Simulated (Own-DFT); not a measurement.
# How strain changes the stress of wurtzite AlGaN with randomly placed atoms, 72 atoms (Al9Ga27N36)

These are calculations, not measurements. They come from Own-DFT, an in-house plane-wave density functional program, since retired, whose code no person has reviewed. Each row is one single-point run on a periodic cell that was not relaxed, without spin or spin-orbit coupling.

Settings of every run: PBE; PseudoDojo norm-conserving scalar-relativistic files; cutoff 42 hartree; 4 x 4 x 3 k mesh centred on Gamma; Fermi-Dirac smearing of 0.1 eV.

Known limits: forces on such cells passed a denser k mesh, each cell not checked; stress not checked against mesh or cutoff.

Unstrained cell vectors in Å: (9.509, 0.000, 0.000); (-4.755, 8.235, 0.000); (0.000, 0.000, 10.268). The unstrained cell has measured lattice constants (interpolated for alloys), not those of this functional. That, the random moves and any unrelaxed bonds set the pressure at no strain. Each run strains this cell uniformly, with the atoms carried along. Every atom was also moved at random, by a Gaussian of width 0.05 Å on each axis. The random placing of the alloy's atoms differs from row to row. Strain is the symmetric tensor, in per cent. Stress is positive in tension, and the pressure is minus a third of its trace.

```
run,e_xx (%),e_yy (%),e_zz (%),s_xx (GPa),s_yy (GPa),s_zz (GPa),P (GPa),E (meV/atom)
1,0.25,0.25,0.00,-4.87,-5.12,-8.05,6.02,0.7
2,1.75,1.75,0.00,0.62,1.90,-4.40,0.63,0.0
3,-3.00,-3.00,0.00,-27.75,-24.83,-13.82,22.13,86.0
4,-0.75,-0.75,0.00,-11.20,-12.80,-8.00,10.67,13.9
5,2.25,2.25,0.00,3.76,3.58,-5.67,-0.56,16.9
6,-1.75,-1.75,0.00,-17.93,-16.65,-11.11,15.23,36.4
7,2.00,2.00,0.00,1.40,2.69,-6.18,0.70,22.3
8,-0.25,-0.25,0.00,-7.99,-9.82,-7.43,8.41,9.1
9,0.50,0.50,0.00,?,?,?,?,?
```

E is the free energy for each atom above the lowest run shown.

## Worked fit

The change of volume is close to e_xx + e_yy + e_zz. A straight line through the runs shown gives P = 8.23 - 210 x (fractional change of volume) GPa, with an error of 10 on the slope and a scatter of 1.04 GPa. The strain isn't the same on all axes and the cell isn't cubic, so the slope belongs to this path and is not the bulk modulus.

## Withheld run

Question: what pressure should run 9 give? Its volume changes by 1.00 %.

The line gives 6.1 GPa. The calculation gave 5.18 GPa.
